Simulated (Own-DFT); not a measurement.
## Calculated data, GaN (wurtzite, atoms displaced), GaAs (zincblende with one plane slipped along a stacking-fault path, atoms displaced)

All values are calculated (Own-DFT development build). A calculation, not a measurement: plane-wave PBE density functional theory by an unreviewed code, no spin, of a simulated periodic cell, stress positive in tension, free energy of the whole cell less one offset for each atom, forces on such cells passed a denser k mesh, this cell's mesh not checked; offsets are fitted by least squares, one for each functional and potential file, so energies compare only between cells with the same atoms and settings and are not formation energies; the far tail of each file's local potential was reset to the Coulomb form; each entry is a single point on an unrelaxed cell, so the pressure reflects the starting lattice, mostly measured values (interpolated for alloys), from which strain is counted, and rises with the displacements; printed positions are rounded, which can move forces by about a meV/angstrom; the program, named Own-DFT, is a retired in-house code; no spin-orbit coupling.

Common to all runs: functional PBE.

(1) GaN (wurtzite, atoms displaced)

```
CELL_PARAMETERS angstrom
12.75600 0.00000 0.00000
-4.78350 8.28530 0.00000
0.00000 0.00000 10.37000
ATOMIC_POSITIONS crystal
Ga 0.09595 0.23673 0.98875
Ga 0.17548 0.11679 0.24227
N 0.09094 0.23355 0.21176
N 0.15872 0.10812 0.40679
Ga 0.09058 0.21906 0.50934
Ga 0.17965 0.10128 0.75053
N 0.09201 0.22548 0.69031
N 0.17982 0.11137 0.95316
Ga 0.09564 0.54948 0.96926
Ga 0.17392 0.45261 0.25566
N 0.08797 0.56101 0.18829
N 0.15424 0.43386 0.45501
Ga 0.10357 0.55910 0.51530
Ga 0.16274 0.46751 0.76959
N 0.07422 0.58082 0.66196
N 0.16662 0.44607 0.94225
Ga 0.06588 0.88375 0.00446
Ga 0.14689 0.78612 0.22821
N 0.09473 0.90190 0.18533
N 0.15383 0.79404 0.43354
Ga 0.07158 0.85224 0.49670
Ga 0.18140 0.81205 0.75721
N 0.09441 0.90012 0.67164
N 0.18496 0.78044 0.90795
Ga 0.36440 0.23245 0.02422
Ga 0.40968 0.11033 0.25055
N 0.33781 0.18849 0.17522
N 0.42414 0.14124 0.43969
Ga 0.31722 0.20589 0.47650
Ga 0.42891 0.13920 0.74203
N 0.35530 0.21078 0.67339
N 0.40677 0.10683 0.93384
Ga 0.33897 0.55793 0.99219
Ga 0.41995 0.46236 0.24671
N 0.35285 0.57361 0.17689
N 0.38497 0.41694 0.45591
Ga 0.31888 0.51368 0.50110
Ga 0.42219 0.45933 0.74280
N 0.32861 0.54419 0.70809
N 0.41479 0.46213 0.93656
Ga 0.33782 0.88069 0.01855
Ga 0.42583 0.78357 0.25616
N 0.33187 0.89895 0.17476
N 0.41174 0.78987 0.44761
Ga 0.32724 0.91229 0.49161
Ga 0.41371 0.78183 0.77243
N 0.32314 0.87679 0.69208
N 0.40351 0.78828 0.96255
Ga 0.56806 0.19692 0.99736
Ga 0.65938 0.10733 0.26660
N 0.56594 0.18867 0.18412
N 0.66253 0.10516 0.44223
Ga 0.57850 0.19947 0.49720
Ga 0.66949 0.12342 0.70732
N 0.57848 0.22510 0.69225
N 0.64636 0.08738 0.95836
Ga 0.58758 0.58762 0.01918
Ga 0.66881 0.45374 0.22509
N 0.57455 0.53894 0.21380
N 0.63840 0.45374 0.43428
Ga 0.57381 0.56130 0.51306
Ga 0.67468 0.45123 0.75618
N 0.58981 0.57673 0.67927
N 0.67390 0.45491 0.93893
Ga 0.59259 0.88209 0.02300
Ga 0.66737 0.79401 0.25257
N 0.56420 0.88694 0.17476
N 0.66947 0.77231 0.45844
Ga 0.57758 0.87492 0.47203
Ga 0.67514 0.76871 0.75111
N 0.58546 0.88910 0.69645
N 0.66798 0.80008 0.92757
Ga 0.84673 0.22727 0.99138
Ga 0.90947 0.10027 0.25462
N 0.81308 0.21967 0.21287
N 0.90811 0.08310 0.43456
Ga 0.84151 0.22714 0.50574
Ga 0.91567 0.11207 0.73250
N 0.82619 0.20809 0.69664
N 0.90438 0.10258 0.95953
Ga 0.80555 0.52183 0.99759
Ga 0.89481 0.44784 0.24930
N 0.81281 0.54182 0.18831
N 0.91604 0.42788 0.44336
Ga 0.82278 0.55197 0.51285
Ga 0.88533 0.41047 0.75182
N 0.84578 0.55617 0.69875
N 0.91059 0.43704 0.92988
Ga 0.84678 0.92122 0.03336
Ga 0.92236 0.77856 0.24185
N 0.84293 0.88694 0.18294
N 0.94561 0.81590 0.42706
Ga 0.85694 0.91340 0.51152
Ga 0.90448 0.75145 0.73977
N 0.81959 0.84995 0.69262
N 0.91736 0.77740 0.95297
```

* potential files: PseudoDojo norm-conserving, scalar-relativistic, standard set with the stringent files for Ga
* wave cutoff: 96 hartree
* occupations: Gaussian
* smearing width: 0.01 eV
* k mesh: 3 x 4 x 3 centred on Gamma
* free energy of cell above offsets: 46.475 eV
* pressure: 22.17 GPa
* stress xx: -26.87 GPa
* stress yy: -15.77 GPa
* stress zz: -23.86 GPa
* stress yz: 1.15 GPa
* stress xz: 1.92 GPa
* stress xy: 6.11 GPa

Force:
```tsv
element	x (eV/Å)	y (eV/Å)	z (eV/Å)
Ga	0.562	-3.666	2.149
Ga	-0.507	1.038	-3.463
N	-1.001	-0.903	-2.995
N	0.244	0.208	6.579
Ga	-0.104	-1.392	-2.214
Ga	-0.222	1.898	0.951
N	-1.177	-0.351	1.477
N	-1.413	0.521	-1.492
Ga	-7.444	5.322	3.89
Ga	-1.115	0.692	-0.068
N	-1.359	-0.438	-0.968
N	2.773	-0.498	-2.885
Ga	-1.76	1.402	-7.668
Ga	0.792	-0.411	-5.611
N	-1.158	-0.953	11.4
N	4.408	-2.074	0.043
Ga	4.338	2.221	-1.144
Ga	9.149	-5.324	3.703
N	-7.508	2.502	-2.748
N	12.55	-4.599	-5.596
Ga	-3.03	6.313	6.54
Ga	-3.5	-1.289	-8.005
N	-2.139	-0.895	1.805
N	-0.914	-2.805	11.65
Ga	-2.659	2.015	-9.334
Ga	5.889	-2.921	3.42
N	-7.591	3.981	5.972
N	1.26	-3.219	-1.669
Ga	-0.51	-1.464	2.649
Ga	4.49	-7.456	6.334
N	-11.45	5.06	-3.6
N	1.846	0.102	-1.294
Ga	-2.692	2.571	1.239
Ga	-1.307	-3.158	2.115
N	-2.268	-1.348	1.483
N	7.832	0.814	-4.591
Ga	-7.385	6.698	4.078
Ga	1.85	-2.298	1.227
N	-2.356	1.547	-1.638
N	4.969	-2.314	-0.212
Ga	-7.22	4.045	-4.983
Ga	-5.136	-1.152	1.163
N	-0.797	-1.269	9.064
N	-0.095	-1.569	-1.781
Ga	0.405	-1.836	1.498
Ga	0.573	1.06	-1.589
N	4.264	2.953	-2.99
N	9.248	-5.631	-4.991
Ga	0.571	0.2	0.185
Ga	-1.697	0.052	-3.158
N	0.476	3.154	0.847
N	1.682	-0.299	1.64
Ga	-2.743	3.794	0.344
Ga	-2.927	-5.523	3.607
N	4.264	2.729	-1.89
N	2.765	2.651	-2.228
Ga	0.035	-1.289	-2.228
Ga	-4.608	-6.338	4.911
N	-0.253	4.173	-3.124
N	5.402	-2.023	-0.365
Ga	-0.92	-1.415	-3.306
Ga	-2.149	-0.39	-1.032
N	0.479	-4.152	4.131
N	-9.398	-3.862	-2.779
Ga	-1.592	1.339	-9.224
Ga	0.86	-1.479	1.664
N	3.551	1.351	8.941
N	-0.051	2.14	-3.346
Ga	-0.224	0.22	4.354
Ga	-5.664	2.306	1.491
N	-0.34	-0.092	-1.127
N	2.36	-2.037	2.94
Ga	-5.777	-0.073	2.508
Ga	0.246	3.162	-0.05
N	4.044	0.217	-2.305
N	-1.421	8.437	-0.807
Ga	0.183	-2.09	-1.799
Ga	2.586	-2.043	2.444
N	2.236	0.34	-2.207
N	4.13	3.507	-4.413
Ga	9.679	5.712	3.094
Ga	4.696	-1.659	1.781
N	5.352	4.934	-2.235
N	-1.714	3.34	-0.741
Ga	0.01	-0.653	-2.802
Ga	3.608	3.469	0.293
N	-2.568	-4.33	-2.315
N	0.595	0.769	0.989
Ga	0.013	-4.231	-11.27
Ga	0.296	-0.276	1.178
N	-1.695	-1.901	10.48
N	-8.379	-4.294	-2.114
Ga	-0.076	-8.746	2.341
Ga	2.534	6.725	3.953
N	3.373	5.153	-2.26
N	-3.459	-2.416	-1.885
```

(2) GaN (wurtzite, atoms displaced)

```
CELL_PARAMETERS angstrom
12.75600 0.00000 0.00000
-4.78350 8.28530 0.00000
0.00000 0.00000 10.37000
ATOMIC_POSITIONS crystal
Ga 0.07824 0.23125 0.98367
Ga 0.16539 0.11004 0.25375
N 0.08268 0.23942 0.18594
N 0.15779 0.11862 0.41271
Ga 0.12363 0.23091 0.49817
Ga 0.17619 0.11654 0.73796
N 0.09291 0.22354 0.69322
N 0.15030 0.10276 0.94875
Ga 0.08424 0.55524 0.00135
Ga 0.18558 0.45747 0.23395
N 0.09909 0.58995 0.19717
N 0.14414 0.42475 0.44034
Ga 0.09201 0.56727 0.49721
Ga 0.19383 0.44097 0.74611
N 0.10562 0.58324 0.69280
N 0.15749 0.43883 0.94628
Ga 0.08365 0.90320 0.98925
Ga 0.16464 0.77621 0.26231
N 0.08594 0.88422 0.18749
N 0.14981 0.77058 0.43095
Ga 0.09089 0.86431 0.49858
Ga 0.16461 0.76845 0.78317
N 0.07835 0.87827 0.71324
N 0.16996 0.75564 0.94581
Ga 0.33843 0.24488 0.98121
Ga 0.44037 0.14918 0.24620
N 0.31209 0.23135 0.18340
N 0.40140 0.08592 0.43598
Ga 0.35355 0.23747 0.51041
Ga 0.40202 0.10736 0.73203
N 0.32263 0.21099 0.70363
N 0.42396 0.15086 0.92749
Ga 0.33368 0.57877 0.98748
Ga 0.40712 0.45665 0.23258
N 0.33900 0.55607 0.18004
N 0.41648 0.46640 0.41882
Ga 0.35430 0.55086 0.48604
Ga 0.41084 0.43121 0.75333
N 0.33379 0.54656 0.72151
N 0.42251 0.46018 0.91249
Ga 0.34183 0.86678 0.99177
Ga 0.39208 0.75464 0.27167
N 0.33406 0.87900 0.19737
N 0.41966 0.76832 0.45152
Ga 0.32708 0.88249 0.51067
Ga 0.41862 0.80651 0.74537
N 0.32318 0.87230 0.68918
N 0.41948 0.77529 0.93374
Ga 0.58177 0.23788 0.00781
Ga 0.68426 0.12534 0.25106
N 0.57412 0.21136 0.16220
N 0.67275 0.09068 0.43446
Ga 0.59347 0.21118 0.49977
Ga 0.67760 0.11759 0.78095
N 0.59370 0.23304 0.67284
N 0.67615 0.10142 0.93078
Ga 0.57298 0.54610 0.98769
Ga 0.67009 0.45689 0.25816
N 0.57685 0.55547 0.16789
N 0.67379 0.45440 0.42768
Ga 0.57918 0.52470 0.49580
Ga 0.66745 0.44440 0.72230
N 0.61428 0.56279 0.69495
N 0.65226 0.42205 0.97812
Ga 0.60985 0.91101 0.01028
Ga 0.64747 0.76838 0.25655
N 0.58521 0.91433 0.21653
N 0.65076 0.78614 0.45846
Ga 0.58523 0.90552 0.48523
Ga 0.65231 0.79040 0.75453
N 0.56902 0.88865 0.67894
N 0.67863 0.81116 0.92415
Ga 0.81504 0.18057 0.99590
Ga 0.90308 0.07687 0.26721
N 0.84868 0.21066 0.20813
N 0.91398 0.10673 0.46284
Ga 0.83276 0.24052 0.49880
Ga 0.92578 0.09829 0.72675
N 0.84975 0.20904 0.68716
N 0.92693 0.12702 0.93540
Ga 0.84867 0.56302 0.00645
Ga 0.90620 0.42643 0.25125
N 0.82078 0.51918 0.20748
N 0.91668 0.41394 0.44444
Ga 0.82352 0.55070 0.50406
Ga 0.91426 0.44564 0.73921
N 0.83857 0.56739 0.70016
N 0.91255 0.45615 0.92634
Ga 0.85391 0.89111 0.99357
Ga 0.90872 0.76390 0.25121
N 0.83017 0.87772 0.17967
N 0.90110 0.76138 0.44386
Ga 0.80281 0.84867 0.50352
Ga 0.90234 0.75773 0.72469
N 0.83055 0.91176 0.69258
N 0.93239 0.74180 0.93945
```

- potential files: PseudoDojo norm-conserving, scalar-relativistic, standard set with the stringent files for Ga
- wave cutoff: 96 hartree
- occupations: Gaussian
- smearing width: 0.01 eV
- k mesh: 3 x 4 x 3 centred on Gamma
- free energy of cell above offsets: 47.739 eV
- pressure: 22.2 GPa
- stress xx: -19.98 GPa
- stress yy: -27.83 GPa
- stress zz: -18.78 GPa
- stress yz: 1.46 GPa
- stress xz: 2.14 GPa
- stress xy: 2.62 GPa

Force:
```tsv
element	x (eV/Å)	y (eV/Å)	z (eV/Å)
Ga	2.264	-1.009	3.995
Ga	-2.239	-1.175	-6.984
N	0.446	-1.883	-0.258
N	6.685	-5.276	4.92
Ga	-8.637	2.932	4.347
Ga	-6.815	-5.365	3.507
N	1.026	0.344	-1.238
N	2.134	4.788	-3.052
Ga	-1.957	-2.548	1.718
Ga	-5.342	-2.733	1.824
N	-0.077	-7.914	-2.576
N	3.027	2.853	-1.253
Ga	0.073	-3.271	2.203
Ga	-11.84	-4.499	1.97
N	-0.67	-3.823	-1.878
N	2.357	3.198	-1.73
Ga	2.178	-3.95	2.886
Ga	0.34	5.116	-3.53
N	-1.762	0.275	0.237
N	7.779	-2.598	-0.134
Ga	-9.635	6	5.061
Ga	-1.291	0.878	-5.181
N	0.565	1.105	-2.597
N	0.487	4.579	3.296
Ga	-2.444	-1.817	2.791
Ga	-4.57	-4.1	0.65
N	5.042	1.641	-1.481
N	0.933	3.611	0.17
Ga	-1.551	-1.381	-2.387
Ga	4.616	-1.158	3.033
N	3.849	4.373	-4.398
N	1.792	-3.696	-1.596
Ga	0.275	-5.022	0.692
Ga	5.793	-4.153	0.761
N	-2.853	4.571	-2.549
N	11.14	-7.392	-2.875
Ga	-11.76	4.74	7.29
Ga	1.615	1.458	-5.104
N	8.122	7.054	-4.889
N	-1.201	0.449	7.281
Ga	-4.9	3.497	3.9
Ga	1.089	2.851	-1.79
N	-0.685	1.503	-0.861
N	-2.663	0.726	-0.101
Ga	0.406	-1.863	-1.554
Ga	3.275	-3.692	1.688
N	-3.244	3.26	-0.25
N	3.689	3.23	-1.913
Ga	-0.456	-9.451	-6.255
Ga	-1.28	0.654	-0.192
N	3.679	0.102	10.13
N	-1.558	8.854	-1.412
Ga	-0.385	-0.917	-1.979
Ga	0.009	0.708	-14.62
N	-0.328	-1.961	2.183
N	-5.327	-0.164	8.872
Ga	2.298	1.574	-0.368
Ga	-2.12	-1.143	-5.178
N	-0.145	0.404	3.422
N	-0.566	-3.133	2.304
Ga	-3.01	3.73	1.618
Ga	5.787	-4.15	4.515
N	-9.254	4.355	-2.846
N	1.709	13.68	-5.256
Ga	-2.857	-3.72	2.745
Ga	0.847	0.953	-0.47
N	0.495	-3.927	-3.044
N	2.624	-5.478	-2.96
Ga	-2.436	-5.006	4.297
Ga	1.64	-0.137	-2.799
N	1.493	1.739	0.43
N	2.023	-2.606	2.999
Ga	5.837	5.979	2.936
Ga	2.626	2.415	1.807
N	-2.708	0.347	-3.147
N	0.415	-1.764	-1.803
Ga	1.866	-12.23	4.983
Ga	1.868	7.178	2.586
N	-5.281	3.049	0.254
N	-1.908	-3.829	-1.519
Ga	-3.366	-6.541	3.3
Ga	4.268	0.854	1.094
N	0.034	3.579	-2.324
N	-0.692	12.87	-3.812
Ga	3.635	-0.254	0.047
Ga	3.277	-0.704	1.19
N	-0.05	-9.425	-3.793
N	2.688	-3.06	0.809
Ga	-0.742	-0.112	-0.878
Ga	1.335	0.499	-0.306
N	-0.502	-1.494	0.679
N	1.174	0.821	-0.184
Ga	2.221	5.038	0.966
Ga	-0.443	10.68	3.595
N	-0.243	-11.13	-1.766
N	-3.064	7.57	-2.898
```

(3) GaAs (zincblende with one plane slipped along a stacking-fault path, atoms displaced)

```
CELL_PARAMETERS angstrom
5.65330 -5.65330 0.00000
0.00000 5.65330 -5.65330
11.77770 11.77770 10.36440
ATOMIC_POSITIONS crystal
Ga 0.99453 0.00891 0.00158
As 0.97781 0.96999 0.12129
Ga 0.16702 0.30978 0.16755
As 0.13824 0.27294 0.29034
Ga 0.30412 0.11890 0.33479
As 0.28821 0.09976 0.45813
Ga 0.03661 0.07666 0.50749
As 0.04908 0.06895 0.62190
Ga 0.19075 0.39588 0.66700
As 0.19519 0.37807 0.79275
Ga 0.36384 0.20505 0.83102
As 0.33762 0.17345 0.96409
Ga 0.00259 0.50748 0.00229
As 0.99420 0.48491 0.12493
Ga 0.15667 0.81707 0.16723
As 0.13445 0.77949 0.29380
Ga 0.31786 0.61341 0.33163
As 0.29982 0.57312 0.45256
Ga 0.03563 0.58486 0.50096
As 0.03591 0.57626 0.62917
Ga 0.19140 0.89030 0.67057
As 0.18821 0.87372 0.79329
Ga 0.34289 0.68236 0.82688
As 0.34361 0.68415 0.95689
Ga 0.50503 0.99859 0.00204
As 0.49556 0.99399 0.12319
Ga 0.65338 0.30935 0.17251
As 0.64168 0.28043 0.29246
Ga 0.80998 0.11150 0.33243
As 0.79311 0.08561 0.45675
Ga 0.55000 0.09714 0.49360
As 0.52111 0.05004 0.62493
Ga 0.68528 0.38327 0.66531
As 0.67163 0.35735 0.78969
Ga 0.84637 0.19647 0.84066
As 0.83132 0.17909 0.95672
Ga 0.48618 0.48768 0.00375
As 0.49262 0.50062 0.12760
Ga 0.65127 0.81300 0.16283
As 0.63200 0.79245 0.29139
Ga 0.79040 0.59699 0.32934
As 0.79940 0.57977 0.46131
Ga 0.55958 0.59475 0.49969
As 0.54438 0.56807 0.62477
Ga 0.68646 0.88397 0.66459
As 0.67552 0.86455 0.78934
Ga 0.83420 0.69225 0.83149
As 0.82737 0.66702 0.95321
```

* potential files: PseudoDojo norm-conserving, scalar-relativistic, standard set
* wave cutoff: 42 hartree
* occupations: Fermi-Dirac
* smearing width: 0.1 eV
* k mesh: 4 x 4 x 2 centred on Gamma
* pressure: withheld
* stress zz: withheld

Q: Give the missing pressure for GaAs (zincblende with one plane slipped along a stacking-fault path, atoms displaced) (entry 3).
A: 6.2 GPa

Q: Estimate the stress zz of GaAs (zincblende with one plane slipped along a stacking-fault path, atoms displaced) (entry 3).
A: -4.16 GPa

Q: Give the table of force values for GaAs (zincblende with one plane slipped along a stacking-fault path, atoms displaced) (entry 3).
A: 
Force:
```tsv
element	x (eV/Å)	y (eV/Å)	z (eV/Å)
Ga	-0.831	-1.22	-0.057
As	1.301	0.563	-0.292
Ga	-1.239	0.234	0.229
As	0.187	0.465	-0.929
Ga	-0.031	-0.588	0.802
As	-0.503	-2.229	-1.473
Ga	-0.319	1.011	0.374
As	0.425	2.202	1.25
Ga	0.424	-0.521	-0.157
As	-1.628	-0.801	1.639
Ga	-0.567	1.53	1.48
As	-1.002	-0.731	-0.067
Ga	-0.361	-0.266	-0.576
As	0.348	0.328	0.537
Ga	-0.068	-0.249	0.39
As	0.206	-0.17	-0.32
Ga	-1.45	0.69	0.562
As	-1.791	0.768	-0.055
Ga	5.854	-1.82	1.306
As	-1.039	-0.563	0.439
Ga	0.476	0.031	-0.254
As	-0.361	0.376	0.484
Ga	1.256	1.736	-0.851
As	-0.551	-0.437	0.6
Ga	-0.487	0.184	-0.392
As	0.154	0.473	0.504
Ga	-0.519	-0.502	-1.245
As	-0.14	0.177	0.789
Ga	0.185	0.332	0.171
As	-0.289	-2.702	-1.13
Ga	0.576	2.987	1.657
As	-0.159	-0.278	-1.025
Ga	0.412	-0.665	0.3
As	1.642	-0.971	-1.106
Ga	-1.261	-1.451	-1.086
As	1.399	0.793	0.644
Ga	0.404	0.071	-1.131
As	-0.084	-1.45	1.048
Ga	0.668	1.205	-0.136
As	0.569	-1.724	-0.406
Ga	0.88	0.95	-0.572
As	-4.723	-1.393	-2.177
Ga	0.606	2.879	0.968
As	-1.123	0.423	0.307
Ga	1.027	-0.164	-0.596
As	0.658	0.157	-0.651
Ga	0.057	-0.688	-0.121
As	0.809	1.017	0.326
```

Further results for GaAs (zincblende with one plane slipped along a stacking-fault path, atoms displaced) (entry 3):

* free energy of cell above offsets: -10.896 eV
* stress xx: -7.36 GPa
* stress yy: -7.07 GPa
* stress yz: -0.65 GPa
* stress xz: -0.5 GPa
* stress xy: 1.47 GPa
